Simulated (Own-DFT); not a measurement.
# Which arrangement is lower? C34N2Si36, 72 atoms

These are calculations, not measurements. The program, named Own-DFT, is a retired in-house plane-wave density functional code that no person has reviewed. Each row is one single-point run on a periodic cell that was not relaxed, without spin or spin-orbit coupling.

Settings of every run: PBE; PseudoDojo norm-conserving scalar-relativistic files; cutoff 42 hartree; 4 x 4 x 3 k mesh centred on Gamma; Fermi-Dirac smearing of 0.1 eV.

Known limits: not probed for a lower state with spin; forces on such cells passed a denser k mesh, each cell not checked; stress not checked against mesh or cutoff.

All cells hold the same atoms in the same cell, with vectors in Å (9.248, 0.000, 0.000); (-4.624, 8.009, 0.000); (0.000, 0.000, 10.068). Every atom was moved at random from its ideal site; u is the rms move along one axis. The defect's site can differ from row to row. E is the free energy of the cell above the lowest run. The arrangements:

- A: 4H SiC, with two N on a C site each, 3.1 Å apart
- B: 2H SiC, with two N on a C site each, 3.1 Å apart

| arrangement | u (Å) | E (eV) | P (GPa) |
|---|---|---|---|
| A | 0.0285 | 0.000 | 2.61 |
| A | 0.0309 | 0.184 | 2.65 |
| A | 0.0319 | 0.650 | 2.86 |
| A | 0.0486 | 3.155 | 3.76 |
| A | 0.0490 | 4.153 | 4.12 |
| A | 0.0528 | 4.944 | 4.24 |
| B | 0.0299 | 1.377 | 3.05 |
| B | 0.0299 | 1.109 | 3.09 |
| B | 0.0303 | 1.092 | 2.95 |
| B | 0.0471 | 4.192 | 3.99 |
| B | 0.0500 | 5.446 | 4.53 |
| B | 0.0509 | 5.630 | 4.51 |

Question: once the cost of the random moves is taken out, how do the arrangements rank?

## Worked answer

Fit E = a + b u², with one b for all and one a for each arrangement, and with residuals divided by u², since the noise grows with the moves. Then b = 2466 eV/Å², the scatter at u = 0.04 Å is 0.27 eV, and against A:

- B: 1.01 ± 0.12 eV (higher)

These are energies of unrelaxed cells. Relaxing the atoms lowers the strained arrangements most, so the gaps would shrink and small ones could change sign.
